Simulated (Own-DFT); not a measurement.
## Calculated data, Al32O47 (corundum with one vacancy, atoms displaced)

Computed with Own-DFT development build. A calculation, not a measurement: plane-wave PBE density functional theory by an unreviewed code, no spin, of a simulated periodic cell, stress positive in tension, free energy of the whole cell less one offset for each atom, defect cell not probed for a lower state with spin; oxygen file: force components 24 meV/angstrom off all-electron in one glass; forces on such cells passed a denser k mesh, this cell's mesh not checked; offsets are fitted by least squares, one for each functional and potential file, so energies compare only between cells with the same atoms and settings and are not formation energies; the far tail of each file's local potential was reset to the Coulomb form; each entry is a single point on an unrelaxed cell, so the pressure reflects the starting lattice, mostly measured values, from which strain is counted, and rises with the displacements; printed positions are rounded, which can move forces by about a meV/angstrom; the program is a retired in-house code; no spin-orbit coupling; before rounding, a Quantum ESPRESSO 7.3.1 run of the same cell and cutoff gave forces within 1 meV/angstrom rms on each cell, which checks the program and not the settings.

Common to all runs: functional PBE; potential files PseudoDojo norm-conserving, scalar-relativistic, standard set; wave cutoff 72 hartree; occupations Fermi-Dirac; smearing width 0.1 eV; k mesh 3 x 3 x 3 centred on Gamma.

(1) 
```xyz
79
Lattice="5.4940 0.0000 8.6604 -2.7470 4.7579 8.6604 -2.7470 -4.7579 8.6604" Properties=species:S:1:pos:R:3:force_x:R:1:force_y:R:1:force_z:R:1 formula=Al32O47 free_energy_of_cell_above_offsets=-53.008 pressure=8.56 stress_xx=-8.32 stress_yy=-9.46 stress_zz=-7.9 stress_yz=0.36 stress_xz=-0.53 stress_xy=-0.16
Al     0.0010    -0.0039     4.6232      1.545      0.483     -1.003
Al    -0.0326    -0.0196     8.4049     -0.154     -0.038      0.574
Al     0.1154    -0.0354    11.0638     -2.263      0.422       0.53
Al    -0.0579    -0.0380     1.9736       1.87      0.847     -0.388
O     -0.1399     1.6474     7.5802      0.299       -0.4     -0.237
O      1.4139    -0.6404     7.5660      0.863     -1.565      -0.02
O     -1.3612    -0.8786     7.5152      1.082     -0.665      1.188
O      0.0958    -1.6045     5.3660      0.483     -1.867      1.012
O     -1.4382     0.6708     5.3227     -1.938      2.299       2.26
O      1.3968     0.9118     5.4460      -1.12     -0.318     -0.239
Al    -1.3708    -2.3794     8.8529     -1.033       0.33      0.503
Al    -1.4869    -2.3065    12.7115      3.119     -1.027      1.023
Al    -1.3916    -2.4056    15.4649      1.086      0.504     -1.911
Al    -1.3861    -2.4462     6.1900     -0.509      2.555      1.266
O     -1.5049    -0.7180    11.8984      0.382      0.723     -0.569
O      0.0929    -3.1884    11.9735      0.561      1.419     -0.665
O     -2.7205    -3.3026    11.9706     -1.332     -0.643     -1.061
O     -1.3391    -3.9633     9.6863      0.972     -1.041       1.09
O     -2.8554    -1.6326     9.7034      0.208      0.516      0.921
O     -0.0294    -1.4729     9.7962       1.27     -0.235     -0.423
Al    -1.2938     2.3325     8.8631     -1.071      0.925      1.734
Al    -1.3650     2.4003    12.7273     -0.142     -1.155      0.263
Al    -1.3850     2.4328    15.3379      0.585     -0.558      0.589
Al    -1.3164     2.3373     6.2993     -0.839      0.814     -1.359
O     -1.4129     3.9729    11.9243     -0.798      1.121     -0.584
O      0.0993     1.6490    11.9182      0.573      0.296      -0.59
O     -2.8544     1.4425    11.9574      2.582      0.039      0.309
O     -1.1766     0.7014     9.7848     -1.477      0.861     -0.716
O     -2.8461     3.1464     9.7178     -0.143     -1.189      0.698
O     -0.0445     3.3931     9.6826      1.391     -1.756      1.787
Al    -2.7394     0.0127    13.2651     -0.263      0.584     -0.431
Al    -2.7648     0.0260    17.0583     -0.582      0.276       1.48
Al    -2.7026     0.0051    19.7391     -0.671      0.136     -0.357
Al    -2.7709     0.0017    10.5728      0.896     -0.498     -0.216
O     -2.8690     1.6116    16.2013      0.319      1.331     -0.358
O     -1.3652    -0.6777    16.2537      1.786     -1.334     -0.995
O     -4.0992    -0.9656    16.3867     -1.636      0.488     -3.324
O     -2.5906    -1.6211    14.0267       -1.9     -0.587      1.743
O     -4.3039     0.8089    14.0935      1.456     -3.166     -1.019
O     -1.3478     0.8772    14.0344      -0.89      1.598      0.132
Al     2.7441    -0.0155     8.8972      -0.07      0.472     -0.366
Al     2.6822     0.0304    12.7841      1.941      0.524      1.218
Al     2.7877    -0.0026    15.4353     -2.096      -0.76     -0.749
Al     2.7456    -0.0991     6.1961     -0.029       0.74     -0.577
O      2.6739     1.6658    11.8360     -1.138     -0.533      1.126
O      4.2301    -0.7616    11.9664      0.062      0.361     -1.027
O      1.4251    -0.8230    12.0048     -1.355     -2.282     -2.252
O      2.8492    -1.6694     9.6667      0.089      0.414      0.832
O      1.2110     0.7703     9.7189      1.509     -0.516     -0.149
O      4.2364     0.9811     9.7641     -2.484     -1.303     -0.366
Al     1.3809    -2.3705    13.1867     -0.498     -0.635      1.498
Al     1.3623    -2.5060    17.0789      0.104      2.615      0.029
Al     1.3761    -2.3758    19.8015      1.371      0.701     -1.587
Al     1.4506    -2.3917    10.5242     -0.835     -1.324      0.593
O      1.2813    -0.8018    16.2399       -0.8      0.806     -0.106
O      2.8038    -3.0263    16.2245       1.48     -1.805     -0.643
O     -0.0129    -3.2965    16.1661      0.642     -0.738      1.905
O      1.5461    -4.0431    14.1287      -1.21     -0.178     -0.691
O     -0.1536    -1.6958    14.0323      0.315      1.094      0.761
O      2.7366    -1.4332    14.1626      -0.37     -0.073     -1.515
Al     1.3724     2.4232    13.2318     -1.067     -0.566      0.655
Al     1.4670     2.3658    17.1065     -2.101     -0.076     -0.046
Al     1.4531     2.3726    19.7855     -1.975       0.27     -0.823
Al     1.3563     2.3780    10.5624      0.176      1.124     -0.108
O      1.2459     4.0109    16.2806     -0.151      0.193      -0.19
O      2.8105     1.6702    16.2165      2.066     -0.805     -0.599
O      0.0845     1.4294    16.1411     -1.176      1.098      1.091
O      1.3657     0.7419    14.0462      1.983      0.452     -0.167
O      2.7656     3.3246    14.0834      0.684      -1.05      0.353
Al     0.0403    -0.0765    17.5583      0.037      1.599     -0.952
Al     0.0583    -0.0884    21.4110     -1.119      2.235      0.644
Al    -0.0839    -0.0167    24.0757      1.426      0.761      0.403
Al    -0.0847     0.0053    14.9772      1.613      -1.17     -1.143
O     -0.0754     1.6270    20.6117     -0.389      0.781     -0.856
O      1.5183    -0.6579    20.5983     -0.123     -1.801     -0.603
O     -1.3310    -0.9287    20.5842     -0.326     -0.474     -0.268
O      0.1657    -1.5903    18.3685     -1.082     -2.696      1.601
O     -1.4138     0.6348    18.4524      -0.52      1.595     -0.261
O      1.3611     0.9178    18.3635      0.849      0.423      0.697
```

Units: free_energy_of_cell_above_offsets in eV; pressure, stress_xx, stress_yy, stress_zz, stress_yz, stress_xz, stress_xy in GPa; force_x, force_y, force_z in eV/Å.

(2) 
```xyz
79
Lattice="5.4940 0.0000 8.6604 -2.7470 4.7579 8.6604 -2.7470 -4.7579 8.6604" Properties=species:S:1:pos:R:3:force_x:R:1:force_y:R:1:force_z:R:1 formula=Al32O47 free_energy_of_cell_above_offsets=-51.574 pressure=9.98 stress_xx=-10.5 stress_yy=-10.08 stress_zz=-9.35 stress_yz=-0.04 stress_xz=-0.91 stress_xy=0.17
Al     0.0342     0.0064     4.4879     -0.953          0      1.447
Al     0.0072    -0.0522     8.3772     -2.384      2.422       0.66
Al     0.0950    -0.0389    11.0455     -1.713      1.794      0.563
Al     0.0226     0.0322     1.9730     -1.116     -0.125     -1.383
O     -0.0461     1.7553     7.5147     -3.214     -2.648      2.436
O      1.4189    -0.6886     7.6564      1.135     -2.327     -2.185
O     -1.4453    -0.8962     7.4914      2.129       -0.5      2.463
O      0.0824    -1.6092     5.3061      0.811     -1.378      1.888
O     -1.4574     0.6649     5.4647     -0.484      1.019     -0.274
O      1.4185     0.8447     5.3186      -0.17      1.281      1.579
Al    -1.2957    -2.3426     8.9816     -2.475      -1.42     -2.077
Al    -1.3977    -2.3478    12.7757      0.681     -1.077     -0.297
Al    -1.4381    -2.3712    15.4374      3.559      0.732     -1.071
Al    -1.4317    -2.3145     6.2472      2.577     -2.685      0.783
O     -1.5084    -0.6938    11.8871      0.872     -1.287      0.315
O      0.1442    -3.2214    11.8722     -0.422      3.623      0.927
O     -2.7173    -3.3527    11.9258     -0.062      2.119     -0.748
O     -1.2166    -4.0143     9.6503     -0.921      -0.73      2.038
O     -2.8981    -1.6718     9.6798      1.812      0.879      0.897
O     -0.0268    -1.4606     9.7398      1.797      0.637      0.963
Al    -1.3509     2.4116     8.8186      -0.61      -0.45      1.626
Al    -1.3515     2.3888    12.7201     -0.869     -0.464      0.535
Al    -1.4054     2.3705    15.3854     -0.294      -0.46     -0.565
Al    -1.3778     2.4125     6.2169     -0.646     -1.204     -0.296
O     -1.4473     4.0492    11.9671     -0.145     -0.331     -1.623
O      0.0941     1.7588    11.8799      0.441     -2.116     -0.212
O     -2.7924     1.3848    11.9651      0.822      1.021     -0.427
O     -1.2405     0.7595     9.8247     -0.032     -0.125     -1.817
O     -2.8895     3.1320     9.8116      1.569      -0.19     -1.213
O      0.0328     3.2480     9.7387     -0.627      1.458     -0.617
Al    -2.8111    -0.0284    13.2003      0.721      0.676      0.911
Al    -2.7575    -0.0008    17.1491      1.351     -0.046     -1.093
Al    -2.7542    -0.0302    19.7809      0.686     -0.413     -0.582
Al    -2.7273    -0.0108    10.5684      0.684      0.025      0.541
O     -2.9051     1.5819    16.2054      0.875      1.808      0.007
O     -1.2382    -0.7015    16.2055     -0.378     -0.201      1.039
O     -4.1336    -0.8614    16.1972      1.234     -1.683      1.387
O     -2.6671    -1.6605    14.1478      1.086      0.757     -1.969
O     -4.2492     0.7530    14.0025     -0.131     -0.179      1.181
O     -1.3623     0.8919    14.1007     -1.354      1.058      -1.12
Al     2.6747    -0.0649     8.8954      1.845       1.84      1.012
Al     2.7288    -0.0767    12.7550      3.428       2.88      1.314
Al     2.7357     0.0290    15.4044     -0.474      0.373     -0.905
Al     2.7123    -0.0243     6.2925      1.685       1.17     -1.255
O      2.6736     1.5708    11.9291     -0.898      1.228     -0.295
O      4.2725    -0.6679    11.8961     -0.829      -1.49     -0.132
O      1.4965    -0.8299    11.9215     -3.318     -3.025     -1.701
O      2.9514    -1.6706     9.7225     -2.297     -0.359      0.792
O      1.1945     0.7579     9.7076      0.629     -1.032      0.279
O      4.0424     1.0041     9.7701      1.164     -1.623      0.218
Al     1.3858    -2.3766    13.3083      0.009      -2.41      0.327
Al     1.3563    -2.3854    17.1111      0.383     -1.323     -0.613
Al     1.3360    -2.3101    19.6737      0.251     -2.169      1.581
Al     1.4032    -2.3971    10.5707      0.413     -0.487      0.908
O      1.2761    -0.7610    16.2603      0.268      0.715     -0.728
O      2.8505    -3.1736    16.1847     -0.228      2.821      1.544
O      0.0147    -3.3627    16.3500     -1.879      1.669       -1.8
O     -0.1388    -1.6494    14.0661      0.236      0.306     -0.226
O      2.8610    -1.5138    14.0795      -4.14      2.415     -2.153
Al     1.3774     2.4313    13.2603      0.873     -0.668      -1.41
Al     1.3551     2.3059    17.0970      0.856      2.091     -0.194
Al     1.3716     2.3096    19.7699      0.951      1.616      0.328
Al     1.3293     2.3385    10.6138       1.46      0.742      0.237
O      1.1787     4.1205    16.2723      1.396     -2.343     -0.182
O      2.8645     1.6691    16.2145      0.027      0.227      0.724
O      0.0058     1.4102    16.2087      0.198      1.219      0.934
O      1.3762     0.8444    14.0954      1.616     -2.441      0.291
O     -0.0287     3.1101    14.0155     -2.741       0.74       2.29
O      2.7519     3.2473    14.0406      0.402      1.234      0.686
Al     0.1121     0.0212    17.5139     -1.693     -0.805      1.251
Al     0.0156     0.0171    21.3965     -1.102     -0.708      1.392
Al     0.0674     0.0321    24.1601     -2.525     -0.685     -2.559
Al    -0.0477     0.0397    14.8799       0.44     -1.015      0.346
O     -0.0834     1.5801    20.5989     -0.392      2.254      -1.23
O      1.4519    -0.7552    20.6024      0.913      -0.24     -0.602
O     -1.4122    -0.8982    20.6052      1.176     -0.453       -0.2
O      0.2044    -1.6071    18.4871      -2.46      1.037      -1.29
O     -1.4202     0.7781    18.4605      0.045     -1.568     -1.758
O      1.4734     0.9645    18.4702      -1.53     -1.006     -1.841
```

Units: free_energy_of_cell_above_offsets in eV; pressure, stress_xx, stress_yy, stress_zz, stress_yz, stress_xz, stress_xy in GPa; force_x, force_y, force_z in eV/Å.

(3) 
```xyz
79
Lattice="5.4940 0.0000 8.6604 -2.7470 4.7579 8.6604 -2.7470 -4.7579 8.6604" Properties=species:S:1:pos:R:3:force_x:R:1:force_y:R:1:force_z:R:1 formula=Al32O47 free_energy_of_cell_above_offsets=-51.544 pressure=9.85 stress_xx=-8.95 stress_yy=-10.97 stress_zz=-9.64 stress_yz=0.26 stress_xz=-0.03 stress_xy=0.42
Al     0.0098     0.0318     4.5452     -0.637     -0.013     -0.179
Al    -0.0210     0.0776     8.3807      0.657     -3.956      1.265
Al    -0.0156     0.0099    11.0594      0.377     -0.429      0.671
Al    -0.0186    -0.0652     1.9110      0.275      2.016       0.48
O     -0.1381     1.5717     7.6485      1.593      2.822     -2.611
O      1.5102    -0.7114     7.5286     -0.673      1.316       0.69
O     -1.3937    -0.9249     7.4957       1.21     -0.215      1.063
O      0.1686    -1.6191     5.3845     -1.417     -0.629      1.018
O     -1.5083     0.7498     5.4202       0.47     -1.442     -0.593
O      1.3113     0.9290     5.3964      1.307      0.802       0.85
Al    -1.3028    -2.3964     8.9671     -1.573     -1.001     -0.661
Al    -1.3954    -2.3924    12.7269      0.515     -0.212      0.563
Al    -1.3121    -2.4031    15.3998     -1.852      2.039     -0.588
Al    -1.4141    -2.3405     6.2733      1.198     -0.875       -0.1
O     -1.4819    -0.7690    12.0011      0.178      1.361     -2.564
O      0.1449    -3.1252    11.8783     -1.018      0.259       1.47
O     -2.7402    -3.3050    11.8669     -0.546      0.689      0.468
O     -1.3198    -4.0407     9.7830      0.986      0.103     -0.701
O     -2.8308    -1.6270     9.7113     -1.027      0.182      0.325
O      0.0272    -1.5791     9.7111      0.666      2.631      0.989
Al    -1.3259     2.3732     8.7768     -0.918      1.167      2.644
Al    -1.4283     2.4338    12.7591      1.858     -0.869     -0.009
Al    -1.3768     2.4583    15.4138      0.446     -1.979     -0.713
Al    -1.4630     2.3215     6.2894      0.998      2.956      -2.57
O     -1.4900     4.1426    11.9634      0.556     -1.497     -0.229
O      0.1363     1.6450    11.8963     -0.508     -0.026     -0.604
O     -2.7239     1.5207    11.8016      0.393     -1.748       1.68
O     -1.2712     0.7321     9.6868      0.202     -0.943      0.823
O     -2.8507     3.1438     9.8118      0.152     -2.373     -2.087
O     -0.0618     3.2974     9.7689      0.612     -0.231     -0.127
Al    -2.7472    -0.0790    13.1467       1.53      1.164      3.196
Al    -2.7273     0.0280    17.1043     -0.538     -0.885      0.472
Al    -2.7217     0.0159    19.8075       -0.6     -0.582     -1.182
Al    -2.7906    -0.0345    10.5945      1.415       0.18      -0.49
O     -2.8235     1.6259    16.3387     -0.743      1.428     -1.679
O     -1.3049    -0.7164    16.2767      1.089     -1.146      0.012
O     -4.0999    -0.9641    16.2108     -0.196      0.525      0.213
O     -2.6396    -1.6422    14.0682     -0.458     -1.271      0.746
O     -4.2093     0.7113    14.1207      0.317      0.681     -0.917
O     -1.2239     0.8740    14.1079     -2.975      1.285     -1.188
Al     2.6744     0.0509     8.9600      4.265     -2.641     -2.203
Al     2.7966    -0.0210    12.7364     -1.309     -0.842      0.359
Al     2.8117     0.0027    15.4243     -1.844     -0.115     -1.527
Al     2.7123     0.0931     6.2079      0.718     -2.799      0.433
O      2.6189     1.5457    11.9158     -0.028      1.422     -0.419
O      4.2889    -0.7149    11.9486     -0.864     -0.903     -0.367
O      1.3124    -1.0211    11.9447      0.539      2.273     -0.069
O      2.8412    -1.6031     9.7254      0.253     -1.226      1.113
O      1.3819     0.6750     9.7376     -4.723      2.264      1.909
O      4.0811     0.9067     9.7992     -0.131      0.969     -0.585
Al     1.4603    -2.4230    13.2964     -4.288      0.715     -1.228
Al     1.3363    -2.3321    17.0219      1.389     -1.742      1.605
Al     1.2934    -2.4307    19.7527        1.4     -0.507     -0.008
Al     1.4061    -2.3811    10.6950     -0.453     -0.183     -2.024
O      1.2124    -0.7543    16.2461      1.029      0.992      0.367
O      2.7999    -3.0545    16.2478      0.781     -0.535     -0.832
O      0.0074    -3.3148    16.2597       -0.3      0.506     -0.483
O      1.4929    -4.0529    14.0468      -0.55      0.223      0.528
O     -0.1506    -1.5432    14.1186      1.164     -2.868     -0.379
O      2.7335    -1.5884    13.9705       2.56       3.08      2.605
Al     1.3900     2.3897    13.1831      0.193     -0.483      1.384
Al     1.3797     2.3555    17.0716     -0.444      1.522     -0.351
Al     1.4024     2.3271    19.6801     -0.979      2.261      0.488
Al     1.3820     2.4417    10.4997     -2.458     -1.626      1.828
O      1.3437     4.0324    16.2755     -0.525      0.278     -0.721
O      2.9441     1.5997    16.1736     -2.269      0.571        2.5
O     -0.0787     1.5224    16.3003      1.781     -1.091      0.467
O      1.4566     0.7375    14.1655      1.993     -0.218     -0.786
O     -0.0839     3.0876    14.0243     -0.452      1.441      0.945
Al     0.0206    -0.0681    17.5807     -1.455      2.244     -0.153
Al     0.0563     0.0491    21.4095     -1.104     -1.242      0.272
Al    -0.0158     0.0770    23.9658      0.332     -2.045      2.094
Al     0.0766     0.0212    15.0058     -2.171      0.653     -1.125
O     -0.1752     1.7247    20.6622      2.777     -1.928     -1.763
O      1.5072    -0.7689    20.6594     -0.679      0.193     -1.775
O     -1.3847    -0.9493    20.6461      0.779      0.764     -1.126
O      0.0360    -1.5885    18.4897      2.551     -0.726     -0.836
O     -1.4402     0.6423    18.4264     -0.331      0.997      1.141
O      1.3731     0.9384    18.4631     -0.463     -0.929     -1.124
```

Units: free_energy_of_cell_above_offsets in eV; pressure, stress_xx, stress_yy, stress_zz, stress_yz, stress_xz, stress_xy in GPa; force_x, force_y, force_z in eV/Å.
